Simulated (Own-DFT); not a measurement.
## Calculated data, Si3N4 (beta silicon nitride, atoms displaced)

Computed with Own-DFT development build. A calculation, not a measurement: plane-wave PBE density functional theory by an unreviewed code, no spin, of a simulated periodic cell, stress positive in tension, free energy of the whole cell less one offset for each atom, some atoms lie very close together; forces on such cells passed a denser k mesh, this cell's mesh not checked; offsets are fitted by least squares, one for each functional and potential file, so energies compare only between cells with the same atoms and settings and are not formation energies; the far tail of each file's local potential was reset to the Coulomb form; each entry is a single point on an unrelaxed cell, so the pressure reflects the starting lattice, mostly measured values (interpolated for alloys), from which strain is counted, and rises with the displacements; printed positions are rounded, which can move forces by about a meV/angstrom; the program, named Own-DFT, is a retired in-house code; no spin-orbit coupling; before rounding, a Quantum ESPRESSO 7.3.1 run of the same cell and cutoff gave forces within 1 meV/angstrom rms on each cell, which checks the program and not the settings.

Settings shared by all entries: functional PBE; potential files PseudoDojo norm-conserving, scalar-relativistic, standard set; wave cutoff 42 hartree; occupations Fermi-Dirac; smearing width 0.1 eV; k mesh 3 x 3 x 3 centred on Gamma.

(1) Si3N4 (beta silicon nitride, atoms displaced)

```
Si3N4
1.0
      7.6060     0.0000     0.0000
     -3.8030     6.5870     0.0000
      0.0000     0.0000     8.7270
Si N Si N Si N
6 8 6 8 6 8
Direct
  0.17878 0.77808 0.06427
  0.22620 0.41886 0.07397
  0.59228 0.84082 0.10870
  0.78711 0.21801 0.26176
  0.76274 0.56218 0.24201
  0.36149 0.14324 0.23736
  0.31347 0.03801 0.09469
  0.94944 0.31134 0.07520
  0.67378 0.64706 0.09671
  0.65409 0.95304 0.25867
  0.04190 0.72608 0.22177
  0.32104 0.31357 0.24879
  0.32674 0.64389 0.11180
  0.64756 0.32707 0.26221
  0.17562 0.78084 0.43056
  0.22630 0.43124 0.41657
  0.60258 0.81321 0.40025
  0.84690 0.22051 0.58194
  0.78639 0.60741 0.59820
  0.39986 0.16549 0.56655
  0.39319 0.03058 0.41702
  0.94214 0.25521 0.42040
  0.66120 0.63448 0.41470
  0.65142 0.94882 0.59708
  0.05033 0.70044 0.59616
  0.29658 0.36639 0.59653
  0.30574 0.66513 0.44627
  0.66985 0.32171 0.57521
  0.17236 0.79689 0.73915
  0.22306 0.42080 0.76451
  0.59914 0.81398 0.73324
  0.85701 0.23642 0.92118
  0.78774 0.63467 0.94457
  0.40310 0.16783 0.93155
  0.31872 0.01243 0.74696
  0.96844 0.31341 0.73608
  0.68980 0.68215 0.74805
  0.64660 0.93466 0.89332
  0.02765 0.67773 0.90808
  0.31776 0.35259 0.92505
  0.28488 0.62051 0.74935
  0.68154 0.35377 0.92957
```

```
free energy of cell above offsets : 26.848 eV
pressure                          : 25.58 GPa
stress xx                         : -8.71 GPa
stress yy                         : -37.41 GPa
stress zz                         : -30.63 GPa
stress yz                         : -5.87 GPa
stress xz                         : -0.25 GPa
stress xy                         : 7.25 GPa
```

Force:
```
element  x (eV/Å)  y (eV/Å)  z (eV/Å)
     Si     2.077    -2.487     1.319
     Si     1.776    -7.821     1.946
     Si      0.75      -8.3    -12.61
     Si     2.698     1.432     -0.52
     Si    -1.281     6.169     1.552
     Si     7.269     3.038     14.83
      N     1.903    -9.077    -13.62
      N     5.453     1.681     10.36
      N      -1.8     3.271     1.337
      N    -0.291     8.129     0.814
      N    -2.883    -2.186     6.014
      N    -12.47     9.017     1.283
      N    -2.124     10.43     0.304
      N     1.321    -5.494    -0.862
     Si     0.347     1.101     -4.39
     Si     3.032    -6.681     1.125
     Si     -3.06    -2.591     10.24
     Si     -8.08    -3.444     3.338
     Si    -2.354    -4.764    -1.705
     Si     0.262     5.654     4.331
      N     -4.36    -2.647    -2.896
      N     4.122     2.965    -7.023
      N     4.565     0.231     0.052
      N     0.634     6.242    -10.86
      N    -7.633    -2.834    -7.506
      N     3.831     -4.52    -3.908
      N     3.507     2.343    -2.649
      N    -0.038     2.172     1.242
     Si     4.312    -11.85     7.891
     Si     6.197    -19.73     0.318
     Si    -9.442    -2.352     4.985
     Si     -8.64    -3.749    -10.81
     Si    -0.696    -5.054    -5.923
     Si     1.808     5.478    -4.555
      N     1.504     13.79     1.663
      N     0.945    -1.528     5.991
      N     11.86    -6.833      2.07
      N    -0.162     5.464     8.988
      N    -0.158     3.107     0.123
      N    -0.127    -2.714    -1.549
      N    -3.747     27.34    -0.484
      N    -0.825    -2.397    -0.252
```

(2) Si3N4 (beta silicon nitride, atoms displaced)

```
Si3N4
1.0
      7.6060     0.0000     0.0000
     -3.8030     6.5870     0.0000
      0.0000     0.0000     8.7270
Si N Si N Si N
6 8 6 8 6 8
Direct
  0.21277 0.80811 0.10824
  0.17642 0.35930 0.07609
  0.57248 0.83035 0.07743
  0.84505 0.23864 0.23317
  0.77515 0.61738 0.24315
  0.40902 0.18376 0.22854
  0.33138 0.00346 0.07826
  0.97180 0.29831 0.07527
  0.68758 0.63466 0.08624
  0.67105 0.98535 0.26511
  0.06183 0.70463 0.26388
  0.30759 0.36279 0.25586
  0.37055 0.69326 0.09722
  0.63545 0.31108 0.26648
  0.20244 0.78679 0.41404
  0.20987 0.43395 0.37918
  0.60312 0.83396 0.41613
  0.80231 0.22739 0.60407
  0.74441 0.58198 0.55582
  0.40543 0.18222 0.58834
  0.36057 0.04870 0.41715
  0.96553 0.30556 0.42008
  0.72449 0.71395 0.41188
  0.67266 0.94614 0.56688
  0.03237 0.69086 0.57799
  0.26779 0.31152 0.59932
  0.36768 0.71307 0.41027
  0.67022 0.33800 0.57590
  0.14840 0.75257 0.75945
  0.19249 0.37325 0.76740
  0.57457 0.78312 0.76471
  0.83331 0.27648 0.89741
  0.77294 0.57199 0.91725
  0.38635 0.21101 0.93322
  0.33861 0.03395 0.76761
  0.00783 0.30554 0.75630
  0.71541 0.66917 0.78333
  0.68301 0.96634 0.89040
  0.03837 0.72394 0.91542
  0.28732 0.33727 0.93483
  0.35181 0.65928 0.75937
  0.67545 0.31735 0.91808
```

```
free energy of cell above offsets : 38.562 eV
pressure                          : 35.06 GPa
stress xx                         : -62.59 GPa
stress yy                         : -26.26 GPa
stress zz                         : -16.33 GPa
stress yz                         : 0.91 GPa
stress xz                         : 2.05 GPa
stress xy                         : -14.26 GPa
```

Force:
```
element  x (eV/Å)  y (eV/Å)  z (eV/Å)
     Si    -2.186    -29.56     1.523
     Si     17.35     10.93      7.21
     Si      17.5     13.78    -2.465
     Si    -6.288    -2.776      7.84
     Si      3.32    -2.525     4.554
     Si    -4.168    -3.279     5.022
      N      0.79     31.96    -4.533
      N     -16.6    -4.305    -3.036
      N    -2.202     2.168    -4.286
      N     1.571     0.823    -6.398
      N    -4.876     -1.88    -4.029
      N     2.896    -4.644    -7.202
      N     -18.3    -15.16     1.438
      N      8.39     8.095    -1.665
     Si    -1.908     2.615     5.592
     Si     0.063     2.821     8.962
     Si     0.005     2.208    -4.385
     Si     5.327    -4.063    -4.511
     Si     3.393      3.38     5.088
     Si    -2.699     -1.62     0.691
      N     -2.38    -0.685     -1.08
      N     -1.37    -0.033    -1.453
      N     4.564    -4.704    -2.126
      N     0.046     7.395     11.19
      N    -0.837    -0.129     0.319
      N     2.616     0.449    -1.533
      N    -3.299    -8.727    -0.371
      N     -2.09    -0.337     1.043
     Si     5.704     3.837    -5.873
     Si      42.9     19.85    -2.696
     Si     7.643     6.953    -3.046
     Si     16.89    -9.815    -0.358
     Si     0.597       3.2     4.368
     Si        12    -10.43    -4.265
      N    -1.094      1.47    -0.709
      N    -46.61     -16.4    -2.796
      N     -2.24    -0.713    -7.929
      N    -0.337     4.026     5.207
      N     -1.29    -3.227     6.818
      N    -3.038     2.679    -2.492
      N    -11.74    -7.558     0.138
      N    -18.01     3.932     2.235
```

(3) Si3N4 (beta silicon nitride, atoms displaced)

```
Si3N4
1.0
      7.6060     0.0000     0.0000
     -3.8030     6.5870     0.0000
      0.0000     0.0000     8.7270
Si N Si N Si N
6 8 6 8 6 8
Direct
  0.13739 0.76060 0.11488
  0.28702 0.40293 0.07882
  0.60686 0.83680 0.10100
  0.79683 0.22619 0.24955
  0.73606 0.55468 0.24834
  0.41684 0.15154 0.25835
  0.36998 0.10238 0.07642
  0.95533 0.30124 0.09341
  0.69789 0.66012 0.09127
  0.60200 0.94316 0.26365
  0.01584 0.69845 0.25379
  0.31614 0.33264 0.26526
  0.34308 0.68726 0.06645
  0.67263 0.30676 0.26054
  0.20577 0.79261 0.42204
  0.20821 0.36402 0.40595
  0.59939 0.85153 0.41775
  0.83797 0.22361 0.57972
  0.76237 0.61110 0.58266
  0.41327 0.16835 0.58411
  0.35086 0.02302 0.39975
  0.96938 0.32180 0.37355
  0.63649 0.63982 0.45372
  0.66646 0.95054 0.56762
  0.03961 0.69616 0.58411
  0.31777 0.30824 0.57542
  0.32495 0.67049 0.41519
  0.67260 0.36422 0.58675
  0.21237 0.80396 0.76829
  0.26743 0.45213 0.76363
  0.62525 0.82912 0.76606
  0.84777 0.24808 0.88712
  0.75162 0.58804 0.90494
  0.35397 0.14430 0.91200
  0.33439 0.00282 0.76694
  0.93301 0.27375 0.73754
  0.70518 0.66561 0.78162
  0.72210 0.01679 0.91199
  0.03753 0.71155 0.90803
  0.30329 0.32693 0.90569
  0.33235 0.66026 0.72850
  0.64558 0.31363 0.93051
```

```
free energy of cell above offsets : 37.542 eV
pressure                          : 33.41 GPa
stress xx                         : -20.73 GPa
stress yy                         : -36.03 GPa
stress zz                         : -43.49 GPa
stress yz                         : 6.67 GPa
stress xz                         : -3.59 GPa
stress xy                         : 8.78 GPa
```

Force:
```
element  x (eV/Å)  y (eV/Å)  z (eV/Å)
     Si     8.224     2.042     -14.4
     Si    -6.465     2.655     4.476
     Si    -1.149    -0.753    -4.245
     Si     19.28     -9.28    -6.678
     Si      0.81     1.987     3.394
     Si    -1.975     7.121     -6.73
      N    -0.505    -7.821     8.363
      N     2.798      0.62    -3.644
      N    -1.888     0.713    -1.075
      N     1.774     7.322    -6.523
      N    -6.238    -2.515     10.15
      N     4.657    -1.717    -5.566
      N     0.784    -1.657     0.369
      N    -21.38     9.685      1.66
     Si    -5.203    -9.082     1.797
     Si    -1.862     5.571     5.012
     Si    -1.112    -13.93    -1.647
     Si    -5.326     0.663    -7.845
     Si     6.249     0.102     3.409
     Si     4.722    -0.275     0.145
      N    -0.516     1.706     8.731
      N     3.338     -1.17     8.939
      N    -0.239     2.258      -7.6
      N     1.573      8.42     12.48
      N    -1.343      2.25     0.734
      N    -8.734     2.988     0.953
      N     3.441    -2.976    -0.054
      N     2.553    -6.883    -0.123
     Si     -5.51    -31.19    -3.114
     Si     1.699     -14.4    -2.105
     Si     -3.53     2.851     -1.51
     Si    -8.323     4.454     17.21
     Si     14.35    -11.01     19.58
     Si     5.217     3.981    -4.582
      N     3.522     28.09    -4.422
      N     11.62     6.146    -7.011
      N    -10.96     8.277    -19.97
      N    -0.607    -13.01     1.788
      N    -1.571    -0.539     4.147
      N     -2.38     1.504    -1.522
      N    -0.549     13.24    -0.353
      N     0.765     3.562    -2.625
```

(4) Si3N4 (beta silicon nitride, atoms displaced)

```
Si3N4
1.0
      7.6060     0.0000     0.0000
     -3.8030     6.5870     0.0000
      0.0000     0.0000     8.7270
Si N Si N Si N
6 8 6 8 6 8
Direct
  0.18455 0.77709 0.09059
  0.22263 0.41816 0.08135
  0.61654 0.81946 0.11932
  0.85343 0.23270 0.25034
  0.78566 0.60663 0.26808
  0.36282 0.18140 0.25670
  0.30530 0.02382 0.07924
  0.99390 0.30071 0.05481
  0.72923 0.68518 0.07084
  0.66108 0.96083 0.25619
  0.00493 0.67267 0.26988
  0.28388 0.30002 0.26012
  0.35115 0.64287 0.07007
  0.67228 0.36240 0.29288
  0.16050 0.75292 0.42954
  0.24788 0.39668 0.42217
  0.62542 0.85341 0.42170
  0.80826 0.21363 0.56173
  0.76343 0.57671 0.59167
  0.37536 0.16754 0.60897
  0.32534 0.04148 0.45018
  0.94658 0.27949 0.40590
  0.71839 0.69657 0.41992
  0.67516 0.97919 0.57248
  0.00548 0.68193 0.59356
  0.32394 0.37676 0.60335
  0.32132 0.65695 0.43776
  0.65891 0.34049 0.58844
  0.14388 0.75184 0.72893
  0.23756 0.39713 0.76387
  0.57397 0.82144 0.73236
  0.83312 0.22985 0.89542
  0.79295 0.60909 0.90991
  0.38427 0.18524 0.90366
  0.35566 0.04283 0.75987
  0.99179 0.31007 0.73438
  0.66392 0.67638 0.76694
  0.68267 0.97905 0.92487
  0.01529 0.69375 0.90430
  0.29567 0.34240 0.91358
  0.33471 0.63757 0.76407
  0.66964 0.33958 0.93456
```

```
free energy of cell above offsets : 24.354 eV
pressure                          : 26.45 GPa
stress xx                         : -27.44 GPa
stress yy                         : -28.91 GPa
stress zz                         : -23.01 GPa
stress yz                         : -5.65 GPa
stress xz                         : -1.42 GPa
stress xy                         : 3.28 GPa
```

Force:
```
element  x (eV/Å)  y (eV/Å)  z (eV/Å)
     Si    -0.351    -3.981    -1.442
     Si     6.052    -5.877     0.514
     Si    -0.448    -3.445    -12.61
     Si    -7.852    -0.724    -10.06
     Si    -9.973    -2.679    -4.166
     Si     29.04    -17.93      0.13
      N    -0.365     3.227     1.672
      N    -7.059    -3.608     4.073
      N    -0.063      0.37     5.764
      N    -0.535     6.458     2.484
      N     13.29     6.033    -1.693
      N    -25.18     18.64    -0.888
      N    -1.995     11.99     2.829
      N     0.036      -6.5    -2.617
     Si     0.962     1.897     -0.75
     Si    -3.775     2.469     2.478
     Si    -1.919    -6.529    -1.369
     Si    -0.876     8.193     4.836
     Si    -7.639     3.572     0.569
     Si     2.159     5.987    -3.667
      N    -1.367    -4.228    -5.203
      N     7.977     3.296     6.578
      N     0.298    -0.548      1.76
      N    -1.399     -2.98     4.681
      N    -0.215     0.244    -7.212
      N     4.161    -5.223    -5.585
      N     1.422     0.983    -1.758
      N     1.295    -6.339     0.768
     Si     8.744     2.089     11.42
     Si    -5.711     2.033    -4.732
     Si    -1.103     2.515      5.37
     Si    -2.381    -0.228     1.171
     Si    -12.03    -5.376     0.664
     Si     5.223     1.225     6.659
      N    -1.123    -6.328    -0.689
      N    -4.387    -2.753    -0.993
      N     8.984    -3.871    -2.356
      N    -0.827    -1.704    -1.009
      N     11.61     5.212     0.327
      N     4.114    -3.539     7.144
      N    -6.293     8.235    -1.362
      N    -0.504    -0.272    -1.737
```

(5) Si3N4 (beta silicon nitride, atoms displaced)

```
Si3N4
1.0
      7.6060     0.0000     0.0000
     -3.8030     6.5870     0.0000
      0.0000     0.0000     8.7270
Si N Si N Si N
6 8 6 8 6 8
Direct
  0.17681 0.78861 0.09931
  0.25268 0.41354 0.10800
  0.61374 0.86032 0.09017
  0.78223 0.24614 0.26154
  0.77116 0.58587 0.25324
  0.36905 0.17623 0.24801
  0.32259 0.05320 0.07788
  0.98387 0.27691 0.08593
  0.69897 0.66959 0.07134
  0.68158 0.00181 0.24171
  0.05618 0.72344 0.28198
  0.29327 0.34228 0.22367
  0.32202 0.69929 0.05254
  0.63798 0.29311 0.24311
  0.16751 0.75687 0.44493
  0.28127 0.43511 0.40245
  0.60045 0.84946 0.39947
  0.77737 0.19560 0.60634
  0.76145 0.59056 0.58894
  0.40673 0.16900 0.52422
  0.35698 0.02629 0.41503
  0.94647 0.29491 0.37882
  0.68669 0.65490 0.43026
  0.66372 0.97761 0.58003
  0.02452 0.70528 0.59712
  0.28477 0.29627 0.60190
  0.34482 0.66484 0.39484
  0.69987 0.37034 0.57802
  0.19098 0.74454 0.73296
  0.22925 0.42157 0.75201
  0.60190 0.83677 0.76951
  0.79537 0.24872 0.91772
  0.77030 0.59827 0.90728
  0.38481 0.18260 0.93889
  0.38115 0.06982 0.77583
  0.97878 0.27015 0.73059
  0.67501 0.69156 0.73604
  0.66517 0.98492 0.91623
  0.04947 0.70714 0.88154
  0.29675 0.32997 0.93469
  0.33654 0.67636 0.74993
  0.62744 0.32485 0.91815
```

```
free energy of cell above offsets : 39.848 eV
pressure                          : 32.23 GPa
stress xx                         : -31.65 GPa
stress yy                         : -33.45 GPa
stress zz                         : -31.59 GPa
stress yz                         : -2.19 GPa
stress xz                         : -8.71 GPa
stress xy                         : 15.28 GPa
```

Force:
```
element  x (eV/Å)  y (eV/Å)  z (eV/Å)
     Si    -1.209    -0.018    -2.506
     Si    -23.95     15.78    -37.71
     Si     -1.47     -3.29    -4.254
     Si      27.5    -4.973    -2.634
     Si    -0.256      1.04     0.353
     Si     4.315    -1.845    -1.358
      N    -0.926    -7.943     10.39
      N    -5.269     1.007    -1.418
      N     0.114     1.162     3.736
      N    -0.063     -5.85     2.054
      N     -5.14    -1.504     -5.88
      N     19.56    -13.52     34.85
      N     6.952    -2.447     2.874
      N    -28.57     11.19    -2.689
     Si     3.182    -0.142    -2.095
     Si     -3.44    -6.768     4.005
     Si     1.651    -0.976     3.134
     Si     4.018     14.63    -1.575
     Si    -2.432     7.425      2.06
     Si    -2.396     19.43     26.19
      N     0.732    -16.11    -17.08
      N     6.658     3.343     9.075
      N    -1.598     1.522    -5.398
      N    -1.304    -12.61    -1.823
      N     0.074     0.444    -1.582
      N     0.337      1.47    -5.211
      N    -2.166     5.707      1.33
      N     -0.16    -10.67    -0.774
     Si    -10.79      9.23     2.355
     Si      2.99    -4.014     1.992
     Si    -6.984     4.009    -2.954
     Si     7.294    -0.426     1.497
     Si     0.643     0.414    -1.675
     Si     0.124     1.345     -10.5
      N     0.043    -5.346    -6.317
      N    -4.389      0.29     1.818
      N      10.6    -7.495     0.508
      N     0.581     0.907     2.368
      N    -6.183    -2.105     6.892
      N    -4.807     5.045    -2.034
      N     11.46    -4.041    -0.402
      N     4.669       6.7     0.373
```

(6) Si3N4 (beta silicon nitride, atoms displaced)

```
Si3N4
1.0
      7.6060     0.0000     0.0000
     -3.8030     6.5870     0.0000
      0.0000     0.0000     8.7270
Si N Si N Si N
6 8 6 8 6 8
Direct
  0.15055 0.75385 0.06640
  0.24898 0.40679 0.08054
  0.62443 0.87198 0.09769
  0.84000 0.22860 0.26260
  0.77560 0.62306 0.23918
  0.40423 0.16349 0.23703
  0.30945 0.00452 0.06352
  0.96614 0.32353 0.09220
  0.67980 0.65395 0.08607
  0.64090 0.97806 0.28490
  0.03932 0.74837 0.24205
  0.29960 0.32725 0.25032
  0.30559 0.66271 0.09377
  0.67502 0.29807 0.25877
  0.13807 0.78181 0.42818
  0.25458 0.42631 0.41205
  0.57028 0.80572 0.40419
  0.85712 0.21855 0.59089
  0.72893 0.56716 0.57320
  0.41456 0.19868 0.56098
  0.36247 0.06689 0.44129
  0.94907 0.30100 0.43369
  0.69525 0.65877 0.42834
  0.65293 0.93955 0.59940
  0.03941 0.67289 0.60097
  0.30071 0.27870 0.57633
  0.34800 0.69314 0.40699
  0.66892 0.33563 0.54981
  0.17243 0.77503 0.76463
  0.22663 0.43262 0.75095
  0.57658 0.82444 0.73223
  0.83032 0.20915 0.90966
  0.76347 0.60135 0.93591
  0.43121 0.18479 0.90548
  0.33719 0.05535 0.76488
  0.95954 0.28805 0.70651
  0.72617 0.66953 0.75650
  0.63515 0.94011 0.91642
  0.07698 0.73429 0.92270
  0.30763 0.34126 0.91335
  0.34691 0.65130 0.74626
  0.68849 0.41233 0.90203
```

```
free energy of cell above offsets : 48.504 eV
pressure                          : 40.97 GPa
stress xx                         : -26.17 GPa
stress yy                         : -41.03 GPa
stress zz                         : -55.71 GPa
stress yz                         : -9.32 GPa
stress xz                         : -7.33 GPa
stress xy                         : 0.57 GPa
```

Force:
```
element  x (eV/Å)  y (eV/Å)  z (eV/Å)
     Si     10.23     3.374     21.46
     Si    -2.966     2.563     0.275
     Si    -3.772    -5.486     1.405
     Si    -0.299     0.023     0.214
     Si     3.338    -4.466     5.911
     Si     2.038    -0.531     1.886
      N     1.626      7.63     3.002
      N     2.409    -2.271     -2.95
      N    -4.464     4.693     1.614
      N     3.289      2.81    -7.995
      N     -2.26    -1.443      1.85
      N       0.9    -0.554    -0.889
      N     5.181    -0.915      0.21
      N    -7.566     4.978    -2.813
     Si     4.695     2.334     0.422
     Si    -1.358    -1.924      2.16
     Si     9.171      2.85     7.744
     Si    -26.76     -20.8     -35.7
     Si     5.502     0.112     9.775
     Si     28.13    -2.213     15.01
      N    -0.097    -19.66    -21.24
      N     7.707     3.491      -7.3
      N    -4.069     4.353    -8.941
      N     2.219     12.21    -16.17
      N    -2.066     0.943     -2.11
      N    -35.66     20.23     3.597
      N    -10.27    -9.183     0.785
      N     2.416    -2.456     2.577
     Si     3.051     4.107     -7.29
     Si     3.528    -14.96    -0.037
     Si      4.61    -8.712     14.77
     Si    -1.715     2.021     0.806
     Si    -1.311     30.17    -0.609
     Si    -1.119     4.545     6.079
      N     0.821    -6.549    -8.264
      N      21.4     17.96     45.44
      N    -4.077     3.374    -1.917
      N     1.528     5.264    -1.062
      N     -14.4    -7.253    -15.46
      N    -0.968    -0.627    -0.703
      N    -5.365     9.666    -0.118
      N     6.781     -39.7    -5.425
```
